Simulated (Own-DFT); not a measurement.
# One host, several defects: 2H SiC

Calculated, not measured: single-point runs of Own-DFT, a retired in-house plane-wave DFT program that no person has reviewed, on unrelaxed cells, without spin or spin-orbit coupling.

Settings: PBE; PseudoDojo norm-conserving scalar-relativistic files; cutoff 42 hartree; 4 x 4 x 3 k mesh centred on Gamma; Fermi-Dirac smearing of 0.1 eV.

Known weak points (not all hold for every row): some atoms lie very close together; not probed for a lower state with spin; forces on such cells moved up to 12 meV/angstrom on a denser k mesh; forces on such cells passed a denser k mesh, each cell not checked; stress not checked against mesh or cutoff.

All runs share one cell, with vectors in Å (9.248, 0.000, 0.000); (-4.624, 8.009, 0.000); (0.000, 0.000, 10.068) and a volume of 745.7 Å³. Atoms were moved at random from their sites; u is the rms move along one axis. The defect's site can differ from row to row.

```
                                     cell     formula   u (Å)  P (GPa)
                                no defect     C36Si36  0.0293     3.78
                                no defect     C36Si36  0.0572     5.88
                                no defect     C36Si36  0.0614     5.98
                       one C on a Si site     C37Si35  0.0291     1.80
                       one C on a Si site     C37Si35  0.0315     1.91
                       one C on a Si site     C37Si35  0.0470     2.61
one C on a Si site and one Si on a C site     C36Si36  0.0316     7.59
one C on a Si site and one Si on a C site     C36Si36  0.0518     9.83
one C on a Si site and one Si on a C site     C36Si36  0.0534     9.52
                            one C vacancy     C35Si36  0.0295     3.72
                            one C vacancy     C35Si36  0.0297        ?
                            one C vacancy     C35Si36  0.0300     3.81
                            one C vacancy     C35Si36  0.0305     4.01
                 two Al on a Si site each  Al2C36Si34  0.0293     5.64
                 two Al on a Si site each  Al2C36Si34  0.0306     5.96
                 two Al on a Si site each  Al2C36Si34  0.0532     7.87
```

## What the rows give

P = P0 + c u² + a shift for each defect gives P0 = 2.81 GPa, c = 912 ± 81 GPa/Å² and a scatter of 0.26 GPa. The shifts, and each times the cell's volume:

- one C on a Si site and one Si on a C site: 4.18 ± 0.22 GPa, 19.5 eV
- two Al on a Si site each: 2.27 ± 0.23 GPa, 10.6 eV (5.3 eV for each of its 2 sites)
- one C vacancy: 0.21 ± 0.26 GPa, 1.0 eV (not resolved)
- one C on a Si site: -1.94 ± 0.24 GPa, -9.0 eV

Positive is outwards. The product with the volume (160.2 GPa Å³ to the eV) is nearly free of the cell's size; divided by the bulk modulus at the cell's pressure it gives the volume that the defect adds. The atoms around the defects weren't relaxed, which would change these numbers.

## Check

Asked: what pressure belongs in the blank (one C vacancy, u = 0.0297 Å)?

The fit gives 3.82 ± 0.30 GPa. Computed: 3.73 GPa.
